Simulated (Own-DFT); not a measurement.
# Response to strain: wurtzite GaN, 72 atoms (Ga36N36)

Everything here is calculated. The program is Own-DFT (plane waves, in-house, since retired, never reviewed by a person); positions were held fixed, and spin and spin-orbit coupling were off.

Common settings: PBE; PseudoDojo norm-conserving scalar-relativistic files; cutoff 42 hartree; 4 x 4 x 3 k mesh centred on Gamma; Fermi-Dirac smearing of 0.1 eV.

Limits: forces not confirmed at this smearing and k mesh; stress not checked against mesh or cutoff.

Unstrained cell vectors in Å: (9.567, 0.000, 0.000); (-4.783, 8.285, 0.000); (0.000, 0.000, 10.370). The unstrained cell has measured lattice constants (interpolated for alloys), not those of this functional. That, the random moves and any unrelaxed bonds set the pressure at no strain. A uniform strain is put on this cell, atoms riding along. Each coordinate of each atom was shifted by a normal deviate of width 0.05 Å. Stress is counted positive in tension, P = -(s_xx + s_yy + s_zz)/3, and strain components are those of the symmetric tensor.

| run | e_xx (%) | e_yy (%) | e_zz (%) | e_yz (%) | e_xz (%) | e_xy (%) | s_xx (GPa) | s_yy (GPa) | s_zz (GPa) | s_yz (GPa) | s_xz (GPa) | s_xy (GPa) | P (GPa) | E (meV/atom) |
|---|---|---|---|---|---|---|---|---|---|---|---|---|---|---|
| 1 | -0.74 | 0.54 | 1.00 | 0.59 | -0.99 | -0.75 | -9.83 | -5.72 | -3.97 | 2.17 | -2.37 | -1.84 | 6.50 | 21.8 |
| 2 | 1.50 | -1.85 | 1.19 | -0.48 | -1.09 | -1.76 | -3.56 | -13.39 | -3.20 | -1.77 | -2.77 | -5.58 | 6.72 | 37.7 |
| 3 | -1.31 | 0.18 | -1.02 | -0.32 | -1.87 | 0.00 | -15.02 | -9.34 | -12.08 | -1.31 | -4.74 | -0.86 | 12.15 | 28.9 |
| 4 | -1.14 | 0.22 | -1.50 | -1.89 | 1.97 | 0.68 | -13.78 | -9.48 | -17.30 | -5.30 | 4.89 | 4.16 | 13.52 | 63.8 |
| 5 | 0.29 | -0.60 | 0.30 | 0.23 | 0.39 | 1.14 | -8.37 | -8.95 | -5.69 | 1.17 | 0.92 | 3.43 | 7.67 | 17.8 |
| 6 | 1.87 | -0.51 | 0.83 | -1.29 | 1.92 | 0.07 | -0.35 | -6.36 | -2.11 | -3.13 | 3.72 | 0.27 | 2.94 | 0.0 |
| 7 | -1.83 | 1.40 | 1.39 | 1.90 | -0.80 | 0.19 | -13.22 | -2.76 | -2.41 | 3.75 | -1.73 | 2.70 | 6.13 | 31.1 |
| 8 | 0.30 | 0.66 | -1.19 | 0.36 | -0.66 | -0.05 | -6.12 | -4.13 | -14.72 | 0.10 | -0.87 | -1.33 | 8.32 | 24.4 |
| 9 | -0.71 | 0.12 | 1.14 | -1.21 | 1.84 | -1.64 | -10.31 | -8.52 | -2.91 | -2.95 | 2.43 | -6.10 | 7.25 | 31.2 |
| 10 | 1.74 | 1.35 | -0.02 | -1.23 | -0.49 | -0.95 | 0.20 | -0.63 | -4.32 | -2.35 | -0.43 | -1.45 | 1.58 | 4.0 |
| 11 | -0.26 | 0.32 | 1.08 | -0.15 | -1.61 | 0.56 | -7.63 | -5.51 | -3.63 | -0.30 | -2.86 | 2.53 | 5.59 | 18.5 |
| 12 | -1.35 | -0.97 | 0.25 | -0.19 | 1.53 | -1.70 | -15.33 | -14.82 | -9.00 | -0.88 | 3.16 | -7.67 | 13.05 | 56.3 |
| 13 | 1.40 | -1.20 | 1.01 | -0.14 | -0.22 | 1.29 | -2.08 | -9.34 | -4.45 | -0.21 | -0.77 | 2.01 | 5.29 | 17.7 |
| 14 | -1.97 | -1.54 | -1.35 | 0.41 | -0.64 | -0.74 | -20.26 | -18.16 | -17.89 | 1.29 | -1.23 | -3.03 | 18.77 | 71.5 |
| 15 | -0.77 | 1.37 | -0.60 | 1.81 | 1.73 | -0.64 | -10.56 | -2.64 | -11.31 | 3.01 | 4.16 | -0.81 | 8.17 | 39.2 |
| 16 | -0.03 | -0.63 | -1.22 | -0.18 | -0.77 | -1.13 | -10.85 | -11.02 | -13.83 | 0.54 | -1.12 | -5.19 | 11.90 | 40.9 |
| 17 | -0.23 | -1.75 | -0.74 | -0.79 | -0.61 | -0.17 | ? | ? | ? | ? | ? | ? | ? | ? |

E is the free energy per atom, counted from the lowest run shown.

## Analysis

Least squares on the runs shown: each stress against a constant and the strains, taken as fractions with shears doubled. Shear strains stay in the fit of a normal stress only where such slopes are resolved. The slopes, in GPa:

| stress | at no strain | per e_xx | per e_yy | per e_zz | scatter |
|---|---|---|---|---|---|
| s_xx | -8.4 | 432 ± 13 | 134 ± 15 | 88 ± 15 | 0.58 |
| s_yy | -7.4 | 158 ± 9 | 425 ± 10 | 50 ± 10 | 0.37 |
| s_zz | -8.2 | 98 ± 25 | 84 ± 30 | 471 ± 30 | 1.16 |

Also, s_yy gains 22 ± 5 per 2 e_yz; s_yy gains 25 ± 5 per 2 e_xy.

The slope of each shear stress on twice its own strain, from a fit on all six strains: yz 112 ± 12, xz 106 ± 6, xy 168 ± 18 GPa. These are stiffnesses along x, y and z of the frame in which the cell vectors are given, with the crystal's c axis along z: C11, C12, C13 and C33. Hexagonal symmetry asks that xx and yy behave alike, which is a second check on the noise. The atoms are held to the strained lattice; where symmetry lets them move under strain, relaxing them would lower some slopes. Slopes across the diagonal should nearly agree, so their difference gauges the noise. A ninth of the table's sum, 216 ± 4 GPa, estimates the bulk modulus near the mean pressure of these runs, 8.5 GPa, so it lies above the value at zero pressure.

## The run left out

Q: what normal stresses and pressure should run 17 give?

From the fit: s_xx = -12.3, s_yy = -16.0, s_zz = -13.4 and P = 13.9 GPa. The run itself gave -11.84, -15.22, -13.09 and P = 13.38 GPa.
